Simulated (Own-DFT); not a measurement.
# Which defects push the lattice out? grey tin

Everything here is calculated. The program is Own-DFT (plane waves, in-house, since retired, never reviewed by a person); positions were held fixed, and spin and spin-orbit coupling were off.

Method: PBE; PseudoDojo norm-conserving scalar-relativistic files; cutoff 42 hartree; 3 x 3 x 3 k mesh centred on Gamma; cold (Marzari-Vanderbilt) smearing of 0.2 eV.

Caveats (not all hold for every row): not probed for a lower state with spin; forces on such cells moved up to 12 meV/angstrom on a denser k mesh; stress not checked against mesh or cutoff.

All runs share one cell, with vectors in Å (12.978, 0.000, 0.000); (0.000, 12.978, 0.000); (0.000, 0.000, 12.978) and a volume of 2185.9 Å³. The atoms are randomly displaced, by u rms on each axis. The defect's site can differ from row to row.

| cell | formula | u (Å) | P (GPa) |
|---|---|---|---|
| no defect | Sn64 | 0.0195 | 3.38 |
| no defect | Sn64 | 0.0488 | 3.59 |
| no defect | Sn64 | 0.0502 | 3.63 |
| two Sn vacancies | Sn62 | 0.0305 | 3.11 |
| two Sn vacancies | Sn62 | 0.0473 | 3.22 |
| two Sn vacancies | Sn62 | 0.0488 | 3.34 |
| one Sn vacancy | Sn63 | 0.0285 | 3.21 |
| one Sn vacancy | Sn63 | 0.0287 | ? |
| one Sn vacancy | Sn63 | 0.0518 | 3.45 |
| one Sn vacancy | Sn63 | 0.0535 | 3.35 |

## What the rows give

P = P0 + c u² + a shift for each defect gives P0 = 3.34 GPa, c = 109 ± 19 GPa/Å² and a scatter of 0.05 GPa. The shifts, and each times the cell's volume:

- one Sn vacancy: -0.24 ± 0.04 GPa, -3.3 eV
- two Sn vacancies: -0.32 ± 0.04 GPa, -4.4 eV (-2.2 eV for each of its 2 sites)

Positive is outwards. The product with the volume (160.2 GPa Å³ to the eV) is nearly free of the cell's size; divided by the bulk modulus at the cell's pressure it gives the volume that the defect adds. The atoms around the defects weren't relaxed, which would change these numbers.

## Test on the hidden row

Question: what pressure belongs in the blank (one Sn vacancy, u = 0.0287 Å)?

Estimate: 3.19 ± 0.06 GPa. The hidden result is 3.21 GPa.
